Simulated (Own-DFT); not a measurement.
Simulation results for AlGa₇N₈ (wurtzite random alloy, atoms displaced)

Computed with Own-DFT development build. A calculation, not a measurement: plane-wave PBE density functional theory by an unreviewed code, no spin, of a simulated periodic cell, stress positive in tension, free energy of the whole cell less one offset for each atom, forces on such cells passed a denser k mesh, this cell's mesh not checked; offsets are fitted by least squares, one for each functional and potential file, so energies compare only between cells with the same atoms and settings and are not formation energies; the far tail of each file's local potential was reset to the Coulomb form; each entry is a single point on an unrelaxed cell, so the pressure reflects the starting lattice, mostly measured values, from which strain is counted, and rises with the displacements; printed positions are rounded, which can move forces by about a meV/angstrom; the program is a retired in-house code; no spin-orbit coupling.

Common to all runs: functional PBE; potential files PseudoDojo norm-conserving, scalar-relativistic, standard set; wave cutoff 42 hartree; occupations Fermi-Dirac; smearing width 0.05 eV; k mesh 3 x 3 x 3 centred on Gamma.

```yaml
- entry: 1
  formula: AlGa7N8
  kind: "wurtzite random alloy, atoms displaced"
  structure:
    cell_angstrom: [[12.7175, 0.0, 0.0], [-6.3588, 11.0137, 0.0], [0.0, 0.0, 10.3192]]
    atoms_fractional:
      - [Ga, 0.08104, 0.16135, 0.9999]
      - [Ga, 0.16517, 0.08411, 0.25329]
      - ["N", 0.08353, 0.16878, 0.18827]
      - ["N", 0.17076, 0.08656, 0.44012]
      - [Ga, 0.08893, 0.1684, 0.49921]
      - [Ga, 0.16195, 0.07928, 0.75384]
      - ["N", 0.08208, 0.16634, 0.6832]
      - ["N", 0.16364, 0.08187, 0.93897]
      - [Ga, 0.08276, 0.41759, 0.99622]
      - [Ga, 0.16905, 0.33465, 0.24875]
      - ["N", 0.08002, 0.41538, 0.19268]
      - ["N", 0.16678, 0.32705, 0.44217]
      - [Ga, 0.08102, 0.41357, 0.49965]
      - [Ga, 0.16638, 0.33525, 0.74458]
      - ["N", 0.08842, 0.42113, 0.68595]
      - ["N", 0.16632, 0.33517, 0.94126]
      - [Ga, 0.08394, 0.66378, 0.00458]
      - [Al, 0.16896, 0.58522, 0.24624]
      - ["N", 0.08602, 0.66979, 0.18566]
      - ["N", 0.16573, 0.58653, 0.43581]
      - [Ga, 0.08538, 0.66762, 0.50083]
      - [Ga, 0.16821, 0.5838, 0.74914]
      - ["N", 0.07793, 0.66656, 0.68806]
      - ["N", 0.17083, 0.58134, 0.93413]
      - [Ga, 0.07889, 0.9128, 0.00096]
      - [Ga, 0.16562, 0.83301, 0.25029]
      - ["N", 0.08562, 0.91972, 0.18834]
      - ["N", 0.16405, 0.83198, 0.43624]
      - [Ga, 0.08471, 0.91689, 0.49655]
      - [Ga, 0.16291, 0.83288, 0.75174]
      - ["N", 0.08495, 0.91484, 0.69437]
      - ["N", 0.16725, 0.83393, 0.93422]
      - [Ga, 0.33013, 0.16178, 0.00345]
      - [Al, 0.42092, 0.08311, 0.2492]
      - ["N", 0.33456, 0.16337, 0.19025]
      - ["N", 0.42082, 0.08455, 0.43346]
      - [Ga, 0.33386, 0.16908, 0.50239]
      - [Ga, 0.41409, 0.0821, 0.74804]
      - ["N", 0.3317, 0.16448, 0.68689]
      - ["N", 0.41724, 0.08509, 0.94245]
      - [Ga, 0.32971, 0.41796, 0.00311]
      - [Ga, 0.42294, 0.33527, 0.24537]
      - ["N", 0.33214, 0.4175, 0.18761]
      - ["N", 0.41685, 0.3313, 0.4397]
      - [Ga, 0.33457, 0.41753, 0.5009]
      - [Al, 0.41402, 0.33559, 0.75478]
      - ["N", 0.33022, 0.41581, 0.68904]
      - ["N", 0.41966, 0.33403, 0.93909]
      - [Al, 0.33619, 0.66938, 0.99921]
      - [Ga, 0.41586, 0.58458, 0.24968]
      - ["N", 0.3341, 0.6693, 0.19261]
      - ["N", 0.41525, 0.5803, 0.44204]
      - [Ga, 0.33649, 0.66996, 0.50508]
      - [Al, 0.41399, 0.58375, 0.74931]
      - ["N", 0.33149, 0.66477, 0.69101]
      - ["N", 0.4138, 0.58199, 0.94132]
      - [Al, 0.32897, 0.91622, 0.9975]
      - [Ga, 0.41789, 0.83574, 0.25192]
      - ["N", 0.33371, 0.91209, 0.19146]
      - ["N", 0.41929, 0.834, 0.43915]
      - [Ga, 0.33389, 0.91852, 0.49822]
      - [Ga, 0.42124, 0.83629, 0.75096]
      - ["N", 0.3341, 0.9136, 0.68965]
      - ["N", 0.4148, 0.83148, 0.93759]
      - [Ga, 0.58663, 0.16682, 0.00046]
      - [Ga, 0.67278, 0.08547, 0.24665]
      - ["N", 0.57914, 0.16718, 0.18781]
      - ["N", 0.66467, 0.08436, 0.43759]
      - [Ga, 0.58365, 0.17031, 0.49772]
      - [Ga, 0.6618, 0.08211, 0.74937]
      - ["N", 0.58458, 0.1666, 0.68761]
      - ["N", 0.66445, 0.08112, 0.93956]
      - [Ga, 0.58324, 0.41889, 0.00288]
      - [Ga, 0.66517, 0.33452, 0.24835]
      - ["N", 0.58237, 0.41562, 0.18777]
      - ["N", 0.6646, 0.32855, 0.4398]
      - [Ga, 0.58331, 0.41644, 0.50126]
      - [Ga, 0.66741, 0.33221, 0.74779]
      - ["N", 0.58497, 0.42, 0.68463]
      - ["N", 0.6642, 0.33498, 0.94276]
      - [Ga, 0.58694, 0.66741, 0.99917]
      - [Ga, 0.66868, 0.58296, 0.25048]
      - ["N", 0.5843, 0.6734, 0.19037]
      - ["N", 0.66656, 0.58336, 0.44491]
      - [Ga, 0.58442, 0.66758, 0.49819]
      - [Ga, 0.6652, 0.5799, 0.74953]
      - ["N", 0.58569, 0.6652, 0.68777]
      - ["N", 0.66815, 0.57826, 0.94067]
      - [Ga, 0.58014, 0.91214, 0.99971]
      - [Ga, 0.66693, 0.83154, 0.25336]
      - ["N", 0.5842, 0.91516, 0.19038]
      - ["N", 0.66842, 0.83238, 0.43956]
      - [Ga, 0.58176, 0.91717, 0.49817]
      - [Ga, 0.66794, 0.8368, 0.74684]
      - ["N", 0.58085, 0.92161, 0.68512]
      - ["N", 0.66961, 0.83667, 0.93757]
      - [Ga, 0.83302, 0.16536, 0.99811]
      - [Ga, 0.91099, 0.08319, 0.24715]
      - ["N", 0.83289, 0.16688, 0.19105]
      - ["N", 0.92085, 0.08012, 0.43607]
      - [Al, 0.83661, 0.16529, 0.503]
      - [Ga, 0.91396, 0.08228, 0.7494]
      - ["N", 0.8345, 0.16703, 0.69126]
      - ["N", 0.92281, 0.08761, 0.93876]
      - [Al, 0.83592, 0.41669, 0.00161]
      - [Ga, 0.91174, 0.33111, 0.24776]
      - ["N", 0.82887, 0.41125, 0.19136]
      - ["N", 0.91263, 0.33447, 0.42985]
      - [Ga, 0.83427, 0.41766, 0.50147]
      - [Ga, 0.91168, 0.33173, 0.75334]
      - ["N", 0.83199, 0.41496, 0.68926]
      - ["N", 0.91422, 0.3336, 0.93496]
      - [Ga, 0.83334, 0.66362, 0.00415]
      - [Ga, 0.92037, 0.58593, 0.24984]
      - ["N", 0.8303, 0.66747, 0.18725]
      - ["N", 0.92034, 0.58891, 0.4405]
      - [Ga, 0.83199, 0.66621, 0.50032]
      - [Ga, 0.91568, 0.5797, 0.75143]
      - ["N", 0.83593, 0.6694, 0.68372]
      - ["N", 0.91838, 0.58152, 0.93727]
      - [Ga, 0.83167, 0.91777, 0.99478]
      - [Ga, 0.91491, 0.8363, 0.25224]
      - ["N", 0.82874, 0.91403, 0.18703]
      - ["N", 0.9131, 0.83365, 0.43948]
      - [Ga, 0.835, 0.91969, 0.50298]
      - [Ga, 0.91362, 0.8303, 0.74805]
      - ["N", 0.83361, 0.91689, 0.69063]
      - ["N", 0.91629, 0.82992, 0.937]
  results:
    "free_energy_of_cell_above_offsets [eV]": "17.445"
    "pressure [GPa]": 6.31
    "stress_xx [GPa]": -5.92
    "stress_yy [GPa]": -6.19
    "stress_zz [GPa]": -6.83
    "stress_yz [GPa]": 0.08
    "stress_xz [GPa]": -0.06
    "stress_xy [GPa]": -0.21
    force_element: [Ga, Ga, "N", "N", Ga, Ga, "N", "N", Ga, Ga, "N", "N", Ga, Ga, "N", "N", Ga, Al, "N", "N", Ga, Ga, "N", "N", Ga, Ga, "N", "N", Ga, Ga, "N", "N", Ga, Al, "N", "N", Ga, Ga, "N", "N", Ga, Ga, "N", "N", Ga, Al, "N", "N", Al, Ga, "N", "N", Ga, Al, "N", "N", Al, Ga, "N", "N", Ga, Ga, "N", "N", Ga, Ga, "N", "N", Ga, Ga, "N", "N", Ga, Ga, "N", "N", Ga, Ga, "N", "N", Ga, Ga, "N", "N", Ga, Ga, "N", "N", Ga, Ga, "N", "N", Ga, Ga, "N", "N", Ga, Ga, "N", "N", Al, Ga, "N", "N", Al, Ga, "N", "N", Ga, Ga, "N", "N", Ga, Ga, "N", "N", Ga, Ga, "N", "N", Ga, Ga, "N", "N", Ga, Ga, "N", "N"]
    "force_x [eV/angstrom]": [0.502, 0.416, -0.224, -0.046, -0.568, 0.22, -0.013, 0.53, 0.18, -0.637, 0.202, -0.541, -0.013, -0.055, -1.322, -0.061, 0.227, -0.198, 0.517, 0.995, -0.228, -0.992, 1.209, -0.092, 0.469, 0.278, -0.497, 0.502, -0.495, 1.159, -1.261, 0.422, -0.024, -0.874, 0.191, -0.882, 0.799, 0.295, -0.344, 0.261, 0.803, -1.628, 0.841, -0.107, 0.148, 0.645, 1.412, -1.11, -0.137, 0.181, -0.649, -0.081, -0.513, 0.757, 1.204, 0.08, 0.8, 0.532, -0.912, -0.646, 0.098, -0.852, -0.661, -0.747, -0.99, -1.953, 0.878, 1.73, 0.407, 0.688, -0.735, 0.579, 0.077, 0.16, 0.48, -0.086, 0.038, -0.989, -0.742, 1.802, -0.41, -1.039, 0.607, 0.087, -0.182, 0.509, -1.687, -0.566, -0.055, -0.401, -0.075, -0.455, 0.597, -0.427, 1.327, -0.532, -0.032, 1.604, 0.198, -1.543, -0.666, 0.877, -0.57, -1.386, -1.063, 0.782, 0.022, 0.927, -0.275, 1.137, 0.108, -0.361, 0.111, -0.485, 1.068, -0.305, 0.292, -0.536, -0.185, -0.083, 1.023, 0.376, 0.438, 0.716, -0.044, 0.62, -0.101, -0.773]
    "force_y [eV/angstrom]": [1.685, 0.454, -0.579, -0.916, -1.114, 0.705, -0.19, -0.325, -0.384, -0.293, 1.214, 1.834, 0.539, -0.758, -0.867, -0.885, 0.468, -0.367, -1.013, -0.568, -0.003, 0.382, -0.113, 1.031, 0.327, 0.575, -0.635, 0.403, 0.097, -0.502, 0.361, -0.111, 0.876, -0.556, 0.015, -0.198, -0.502, 0.094, 1.231, -1.457, -0.479, -1.014, 0.118, 0.748, -0.642, -0.467, 0.874, -0.259, -0.49, -0.01, -0.663, 0.82, -0.657, -0.226, 0.508, 1.201, 0.177, -0.341, 1.634, -0.228, -0.065, -0.797, 0.238, 0.003, 0.314, -0.71, -0.325, 0.373, -1.305, 0.593, 0.114, -0.12, -1.012, -0.741, 1.059, 1.996, -0.268, 0.121, -1.561, 0.25, -0.211, 0.154, -1.889, -0.269, -0.291, 0.838, 0.161, 1.327, 0.449, 0.836, 0.425, 0.489, 0.459, -0.701, -0.813, -0.715, 0.128, -0.379, 0.292, 1.259, 0.149, 0.507, -0.186, -0.953, -0.17, 0.514, 1.483, -1.31, 0.138, 0.399, 0.14, 0.165, 0.257, -0.5, 0.089, -0.926, 0.337, 0.709, -1.08, -0.784, -0.024, -0.059, 0.755, 0.113, -0.474, 0.27, 0.141, 0.034]
    "force_z [eV/angstrom]": [0.486, -0.402, 0.134, -0.172, 0.021, -0.777, 1.213, 0.25, 0.804, 0.494, -0.631, -0.918, -0.838, 1.04, 0.229, -0.811, -1.741, 0.729, 0.966, -0.611, 0.2, -0.287, 0.229, 1.262, -0.208, -0.178, 0.247, 0.348, 0.819, -0.555, -1.399, 1.671, -0.28, -0.111, 0.422, -0.056, -0.532, 0.514, 1.139, -0.491, -0.7, 0.912, 0.606, -0.61, -0.07, -0.646, 0.706, -0.41, 0.366, 0.306, -1.454, -0.506, -0.864, 0.275, 0.201, -1.012, 0.439, 0.016, -1.351, 0.159, 0.145, -0.075, -0.311, 0.792, 0.045, 0.729, 0.301, 0.322, 0.375, 0.217, 0.027, -0.21, -0.501, 0.566, 0.309, -0.509, -0.473, 0.821, 1.288, -0.44, 0.02, 0.566, -0.42, -1.419, 0.443, 0.103, 0.694, -0.431, 0.555, -0.035, -0.3, 0.422, -0.33, 0.036, 0.255, -0.571, 0.097, 0.388, -1.424, 0.494, -0.835, 0.062, -1.203, -0.363, -0.088, 0.016, -1.627, 2.233, -0.623, -1.072, -0.245, 1.446, -0.995, 0.303, 0.764, -0.581, -0.256, -0.383, 1.14, 1.069, 0.712, -0.319, -0.417, 0.036, -0.286, 0.27, -0.109, 0.208]
- entry: 2
  formula: AlGa7N8
  kind: "wurtzite random alloy, atoms displaced"
  structure:
    cell_angstrom: [[12.7175, 0.0, 0.0], [-6.3588, 11.0137, 0.0], [0.0, 0.0, 10.3192]]
    atoms_fractional:
      - [Ga, 0.08552, 0.16442, 0.00226]
      - [Ga, 0.16861, 0.08296, 0.25086]
      - ["N", 0.08767, 0.16954, 0.19119]
      - ["N", 0.16437, 0.08105, 0.43728]
      - [Ga, 0.08527, 0.16646, 0.49881]
      - [Ga, 0.16479, 0.08353, 0.75438]
      - ["N", 0.07794, 0.16666, 0.69057]
      - ["N", 0.16588, 0.08621, 0.93691]
      - [Ga, 0.08277, 0.41526, 0.9963]
      - [Ga, 0.16553, 0.33298, 0.2457]
      - ["N", 0.08077, 0.41183, 0.1889]
      - ["N", 0.16798, 0.33388, 0.43996]
      - [Ga, 0.08934, 0.41897, 0.49988]
      - [Ga, 0.17057, 0.33616, 0.74709]
      - ["N", 0.08138, 0.41138, 0.68861]
      - ["N", 0.16956, 0.33249, 0.93974]
      - [Ga, 0.0861, 0.67087, 0.99664]
      - [Ga, 0.16798, 0.58571, 0.24903]
      - ["N", 0.07993, 0.6644, 0.19401]
      - ["N", 0.16854, 0.58127, 0.44023]
      - [Ga, 0.08119, 0.66642, 0.49955]
      - [Al, 0.16213, 0.58504, 0.75174]
      - ["N", 0.08361, 0.66681, 0.69163]
      - ["N", 0.16428, 0.58018, 0.93552]
      - [Ga, 0.07778, 0.91, 0.99871]
      - [Al, 0.16166, 0.83386, 0.25165]
      - ["N", 0.07994, 0.91764, 0.19236]
      - ["N", 0.16541, 0.83387, 0.43868]
      - [Ga, 0.08659, 0.91702, 0.50287]
      - [Ga, 0.16276, 0.83214, 0.74763]
      - ["N", 0.08332, 0.9195, 0.68561]
      - ["N", 0.1663, 0.83306, 0.93499]
      - [Ga, 0.33249, 0.16463, 0.99667]
      - [Ga, 0.41359, 0.08602, 0.25242]
      - ["N", 0.33056, 0.16722, 0.19142]
      - ["N", 0.41562, 0.08331, 0.43555]
      - [Al, 0.33402, 0.16655, 0.50317]
      - [Ga, 0.4153, 0.08283, 0.74772]
      - ["N", 0.32963, 0.16201, 0.68356]
      - ["N", 0.41507, 0.08688, 0.93569]
      - [Ga, 0.33505, 0.4208, 0.99627]
      - [Ga, 0.41795, 0.33062, 0.24872]
      - ["N", 0.33577, 0.42287, 0.1885]
      - ["N", 0.41455, 0.32899, 0.44235]
      - [Ga, 0.33088, 0.4144, 0.49831]
      - [Ga, 0.4159, 0.33735, 0.74776]
      - ["N", 0.33212, 0.41427, 0.69368]
      - ["N", 0.41697, 0.33458, 0.94237]
      - [Ga, 0.33856, 0.6699, 0.00139]
      - [Ga, 0.41694, 0.58485, 0.24943]
      - ["N", 0.33602, 0.66504, 0.19317]
      - ["N", 0.41785, 0.58242, 0.44415]
      - [Ga, 0.33497, 0.66792, 0.50315]
      - [Ga, 0.41936, 0.58431, 0.74935]
      - ["N", 0.33334, 0.66653, 0.68866]
      - ["N", 0.41966, 0.58492, 0.93782]
      - [Ga, 0.33258, 0.91574, 0.00053]
      - [Al, 0.4145, 0.83304, 0.24694]
      - ["N", 0.32948, 0.92015, 0.19114]
      - ["N", 0.41803, 0.83421, 0.43994]
      - [Ga, 0.32693, 0.91516, 0.50118]
      - [Al, 0.4146, 0.83083, 0.7523]
      - ["N", 0.33159, 0.91551, 0.69242]
      - ["N", 0.41124, 0.8281, 0.93847]
      - [Ga, 0.5829, 0.16338, 0.99658]
      - [Ga, 0.66744, 0.08546, 0.25226]
      - ["N", 0.58418, 0.16555, 0.18574]
      - ["N", 0.66462, 0.07917, 0.43712]
      - [Ga, 0.58552, 0.17267, 0.50117]
      - [Ga, 0.66347, 0.08199, 0.74744]
      - ["N", 0.58251, 0.16522, 0.69087]
      - ["N", 0.66904, 0.08489, 0.93391]
      - [Ga, 0.58428, 0.41526, 0.00125]
      - [Ga, 0.66749, 0.33369, 0.24733]
      - ["N", 0.58369, 0.4194, 0.1859]
      - ["N", 0.66572, 0.32903, 0.43907]
      - [Ga, 0.58444, 0.41766, 0.50084]
      - [Ga, 0.66188, 0.33042, 0.7559]
      - ["N", 0.58458, 0.41688, 0.68637]
      - ["N", 0.67044, 0.33295, 0.93556]
      - [Al, 0.58582, 0.66827, 0.99848]
      - [Ga, 0.6665, 0.5855, 0.24865]
      - ["N", 0.58427, 0.66622, 0.18703]
      - ["N", 0.66379, 0.58579, 0.43993]
      - [Ga, 0.5813, 0.66416, 0.50145]
      - [Ga, 0.67182, 0.58247, 0.75123]
      - ["N", 0.58156, 0.66557, 0.68066]
      - ["N", 0.66435, 0.58191, 0.94254]
      - [Ga, 0.58846, 0.92108, 0.99672]
      - [Ga, 0.66421, 0.83051, 0.25332]
      - ["N", 0.58202, 0.91263, 0.1885]
      - ["N", 0.66386, 0.83377, 0.43642]
      - [Ga, 0.57844, 0.91614, 0.497]
      - [Ga, 0.6633, 0.82694, 0.75072]
      - ["N", 0.58211, 0.91316, 0.68873]
      - ["N", 0.66516, 0.83369, 0.94036]
      - [Ga, 0.8334, 0.1687, 0.99774]
      - [Al, 0.91433, 0.0841, 0.25761]
      - ["N", 0.83502, 0.16827, 0.18999]
      - ["N", 0.91586, 0.08624, 0.43996]
      - [Ga, 0.83729, 0.16932, 0.4945]
      - [Ga, 0.92134, 0.08587, 0.74885]
      - ["N", 0.83931, 0.1643, 0.69034]
      - ["N", 0.91818, 0.08335, 0.94251]
      - [Ga, 0.83536, 0.41844, 0.99969]
      - [Ga, 0.91608, 0.33099, 0.25136]
      - ["N", 0.8366, 0.41887, 0.19051]
      - ["N", 0.91733, 0.33442, 0.44258]
      - [Ga, 0.83335, 0.41697, 0.50591]
      - [Ga, 0.91936, 0.3375, 0.74986]
      - ["N", 0.834, 0.41252, 0.68534]
      - ["N", 0.91783, 0.33501, 0.93743]
      - [Al, 0.83162, 0.66784, 0.00504]
      - [Ga, 0.91359, 0.58383, 0.24889]
      - ["N", 0.83369, 0.66652, 0.18673]
      - ["N", 0.91665, 0.58482, 0.44175]
      - [Ga, 0.83449, 0.66405, 0.4996]
      - [Ga, 0.91811, 0.58334, 0.7546]
      - ["N", 0.82867, 0.664, 0.6911]
      - ["N", 0.91277, 0.58513, 0.9394]
      - [Ga, 0.83375, 0.91821, 0.99828]
      - [Ga, 0.916, 0.83388, 0.24975]
      - ["N", 0.83095, 0.91307, 0.18741]
      - ["N", 0.91969, 0.83891, 0.43761]
      - [Ga, 0.83235, 0.91659, 0.4945]
      - [Ga, 0.92031, 0.83741, 0.75081]
      - ["N", 0.83025, 0.91692, 0.68942]
      - ["N", 0.9147, 0.83343, 0.9399]
  results:
    "free_energy_of_cell_above_offsets [eV]": "17.286"
    "pressure [GPa]": 6.31
    "stress_xx [GPa]": -6.53
    "stress_yy [GPa]": -5.92
    "stress_zz [GPa]": -6.48
    "stress_yz [GPa]": 0.3
    "stress_xz [GPa]": 0.1
    "stress_xy [GPa]": 0.28
    force_element: [Ga, Ga, "N", "N", Ga, Ga, "N", "N", Ga, Ga, "N", "N", Ga, Ga, "N", "N", Ga, Ga, "N", "N", Ga, Al, "N", "N", Ga, Al, "N", "N", Ga, Ga, "N", "N", Ga, Ga, "N", "N", Al, Ga, "N", "N", Ga, Ga, "N", "N", Ga, Ga, "N", "N", Ga, Ga, "N", "N", Ga, Ga, "N", "N", Ga, Al, "N", "N", Ga, Al, "N", "N", Ga, Ga, "N", "N", Ga, Ga, "N", "N", Ga, Ga, "N", "N", Ga, Ga, "N", "N", Al, Ga, "N", "N", Ga, Ga, "N", "N", Ga, Ga, "N", "N", Ga, Ga, "N", "N", Ga, Al, "N", "N", Ga, Ga, "N", "N", Ga, Ga, "N", "N", Ga, Ga, "N", "N", Al, Ga, "N", "N", Ga, Ga, "N", "N", Ga, Ga, "N", "N", Ga, Ga, "N", "N"]
    "force_x [eV/angstrom]": [-1.006, -0.959, -1.178, 1.271, -0.401, -0.148, 2.311, 0.898, 0.48, 0.75, -0.276, -0.079, -0.863, -0.902, 0.12, -0.535, -0.153, 0.081, 0.274, -0.661, 0.825, 1.597, 0.123, 0.13, 0.294, 0.424, 1.447, -0.058, -1.098, 0.384, 0.291, -0.207, -0.65, 0.896, 0.621, -0.58, -0.348, -0.173, -0.092, 0.966, 0.141, -0.98, 0.371, 0.22, 0.633, 1.083, 0.042, 0.315, -0.466, 0.952, -1.28, -0.623, 0.145, -0.503, -1.119, 0.603, -0.136, 0.195, 0.356, -1.501, 1.492, 0.212, 0.64, 0.436, -0.256, 0.095, -0.67, -0.19, 0.241, 1.65, -0.4, -0.34, -0.178, 0.028, 0.559, -0.167, -0.168, 0.735, -0.173, -0.557, -0.343, -0.005, -0.356, 1.414, -0.181, -1.77, 0.769, 0.443, -0.688, 0.17, -1.233, 0.31, 1.054, 0.047, -1.225, 0.511, 0.677, 0.742, 0.402, 0.985, -1.054, -1.199, -2.051, -0.172, 0.145, -0.061, -0.424, 0.166, 0.159, 0.279, -1.127, -0.293, -0.13, 0.477, -0.311, 0.174, -1.272, -0.759, 1.802, 0.028, -0.361, -0.403, -0.216, 0.32, -0.449, -1.134, 0.728, 0.157]
    "force_y [eV/angstrom]": [0.754, 0.128, -1.418, 0.74, -0.035, 0.514, 0.568, -1.411, -0.191, 0.514, 1.182, -0.435, -0.697, -0.921, 2.332, 0.014, -1.231, -1.006, 1.644, 0.961, -0.244, -0.789, -0.428, 0.914, 1.282, -0.093, -0.698, -0.629, 0.313, 0.601, -0.404, 0.407, 0.779, -0.072, -0.048, 0.415, -0.423, -0.069, 0.839, -0.99, -0.45, 1.052, -1.155, -0.167, 0.335, -1.18, 1.013, -0.298, -1.419, -0.303, 1.582, -0.172, -0.053, -0.056, 0.15, 0.904, 0.525, 0.396, -1.581, -0.433, 0.456, 0.158, -0.611, 1.612, 0.408, -0.805, 0.196, 1.309, -2.095, -0.149, 0.293, -0.15, -0.077, -0.039, -0.524, 1.83, -0.164, 0.357, -0.18, -0.072, -0.171, -0.189, 0.087, -0.618, 0.973, -0.229, -0.491, 1.155, -0.654, 0.209, 0.448, -0.294, 0.061, 0.983, -0.249, -1.132, -0.134, -0.268, -0.975, -0.53, -0.347, -1.213, 0.768, 0.358, -0.034, 0.711, -0.413, 0.556, -0.222, -1.674, 0.834, -0.048, -0.201, -0.294, 0.196, -0.609, 1.095, -0.436, 1.021, 0.596, 0.05, -0.021, 1.507, -1.164, 0.027, -0.599, -0.313, -1.223]
    "force_z [eV/angstrom]": [0.345, 0.15, 0.267, 0.769, 0.363, -1.112, -0.761, 0.628, 0.642, 0.546, -0.345, -0.524, 0.266, 0.96, 0.254, -0.356, 0.83, 0.215, -0.692, -0.23, 0.064, -0.535, -0.366, -0.102, 0.601, -0.255, -0.758, -0.892, -0.82, 0.054, 0.954, 0.362, 0.718, -0.565, -1.104, 1.465, -0.942, 0.002, 0.316, 0.207, 0.883, 0.355, -0.071, -0.236, 0.313, 0.632, -1.199, -0.803, 0.141, 0.923, -0.643, -0.83, -0.383, -0.109, 1.203, 0.161, 0.034, 0.558, 0.114, -1.478, 0.02, -0.623, -0.187, -0.735, 0.325, -0.485, 0.036, 0.578, 0.037, -0.617, -0.434, 0.447, -0.468, 0.162, 0.777, -0.578, -0.584, -1.462, 0.67, 1.298, 0.443, 0.393, -0.95, -0.572, -0.945, 0.345, 2.075, -0.012, 0.684, -0.783, -0.126, 0.711, 0.821, -0.313, 0.418, -0.186, 0.281, -1.519, -0.025, -1.095, 1.62, 0.884, -0.504, -0.406, 0.338, 0.376, -0.338, -0.622, -1.376, -0.245, 1.594, 0.142, -0.976, 0.517, -0.285, -0.61, 0.315, -0.745, -0.509, 0.718, 0.479, 0.255, 0.682, 0.304, 1.054, -0.45, -0.246, 0.023]
```
